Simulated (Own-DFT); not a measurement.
# One host, several defects: grey tin

Source: density functional calculations with Own-DFT, an unreviewed in-house program that is no longer used. Nothing was measured or relaxed, and spin and spin-orbit coupling are left out.

Method: PBE; PseudoDojo norm-conserving scalar-relativistic files; cutoff 42 hartree; 3 x 3 x 3 k mesh centred on Gamma; cold (Marzari-Vanderbilt) smearing of 0.2 eV.

Caveats (not all hold for every row): not probed for a lower state with spin; forces on such cells moved up to 12 meV/angstrom on a denser k mesh; stress not checked against mesh or cutoff.

All runs share one cell, with vectors in Å (12.978, 0.000, 0.000); (0.000, 12.978, 0.000); (0.000, 0.000, 12.978) and a volume of 2185.9 Å³. u is the rms random offset of the atoms per axis. The defect's site can differ from row to row.

| cell | formula | u (Å) | P (GPa) |
|---|---|---|---|
| no defect | Sn64 | 0.0184 | 3.37 |
| no defect | Sn64 | 0.0190 | 3.38 |
| no defect | Sn64 | 0.0467 | 3.62 |
| two Sn vacancies | Sn62 | 0.0320 | 3.17 |
| two Sn vacancies | Sn62 | 0.0456 | 3.26 |
| two Sn vacancies | Sn62 | 0.0491 | 3.30 |
| one Sn vacancy | Sn63 | 0.0313 | 3.24 |
| one Sn vacancy | Sn63 | 0.0313 | 3.25 |
| one Sn vacancy | Sn63 | 0.0489 | 3.44 |
| one Sn vacancy | Sn63 | 0.0493 | ? |

## Worked fit

P = P0 + c u² + a shift for each defect gives P0 = 3.34 GPa, c = 125 ± 9 GPa/Å² and a scatter of 0.02 GPa. The shifts, and each times the cell's volume:

- one Sn vacancy: -0.20 ± 0.02 GPa, -2.8 eV
- two Sn vacancies: -0.32 ± 0.02 GPa, -4.3 eV (-2.2 eV for each of its 2 sites)

Positive is outwards. The product with the volume (160.2 GPa Å³ to the eV) is nearly free of the cell's size; divided by the bulk modulus at the cell's pressure it gives the volume that the defect adds. The atoms around the defects weren't relaxed, which would change these numbers.

## Test on the hidden row

Asked: what pressure belongs in the blank (one Sn vacancy, u = 0.0493 Å)?

The fitted form gives 3.43 ± 0.02 GPa. Computed: 3.44 GPa.
